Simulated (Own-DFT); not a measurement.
# Strain and stress in wurtzite AlGaN with randomly placed atoms, 72 atoms (Al9Ga27N36)

Calculated results; nothing here was measured. The program, named Own-DFT, is a retired in-house plane-wave density functional code that no person has reviewed. Each row is one single-point run on a periodic cell that was not relaxed, without spin or spin-orbit coupling.

Settings of every run: PBE; PseudoDojo norm-conserving scalar-relativistic files; cutoff 42 hartree; 4 x 4 x 3 k mesh centred on Gamma; Fermi-Dirac smearing of 0.1 eV.

Known limits: forces on such cells passed a denser k mesh, each cell not checked; stress not checked against mesh or cutoff.

Unstrained cell vectors in Å: (9.509, 0.000, 0.000); (-4.755, 8.235, 0.000); (0.000, 0.000, 10.268). The unstrained cell has measured lattice constants (interpolated for alloys), not those of this functional. That, the random moves and any unrelaxed bonds set the pressure at no strain. Each run strains this cell uniformly, with the atoms carried along. Every atom was also moved at random, by a Gaussian of width 0.05 Å on each axis. The random placing of the alloy's atoms differs from row to row. Strain is the symmetric tensor, in per cent. Stress is positive in tension, and the pressure is minus a third of its trace.

```
run  e_xx (%)  e_yy (%)  e_zz (%)  s_xx (GPa)  s_yy (GPa)  s_zz (GPa)  P (GPa)  E (meV/atom)
  1      2.75      2.75      0.00        6.02        4.38       -3.10    -2.43           6.5
  2      0.75      0.75      0.00       -2.93       -3.61       -7.80     4.78          10.6
  3      2.00      2.00      0.00        2.80        1.88       -5.35     0.22           3.7
  4     -2.75     -2.75      0.00      -24.22      -24.44      -13.39    20.68          74.4
  5      2.50      2.50      0.00        4.32        4.03       -3.33    -1.67           0.0
  6      0.25      0.25      0.00       -6.50       -4.69       -8.02     6.40           0.4
  7      1.00      1.00      0.00       -1.49       -3.58       -6.28     3.78           3.4
  8     -1.50     -1.50      0.00      -15.59      -16.15      -11.10    14.28          42.2
  9     -0.25     -0.25      0.00           ?           ?           ?        ?             ?
```

E is the free energy for each atom above the lowest run shown.

## Worked fit

The change of volume is close to e_xx + e_yy + e_zz. A straight line through the runs shown gives P = 8.43 - 207 x (fractional change of volume) GPa, with an error of 7 on the slope and a scatter of 0.74 GPa. The strain isn't the same on all axes and the cell isn't cubic, so the slope belongs to this path and is not the bulk modulus.

## Withheld run

Question: what pressure should run 9 give? Its volume changes by -0.50 %.

The line gives 9.5 GPa. The calculation gave 8.41 GPa.
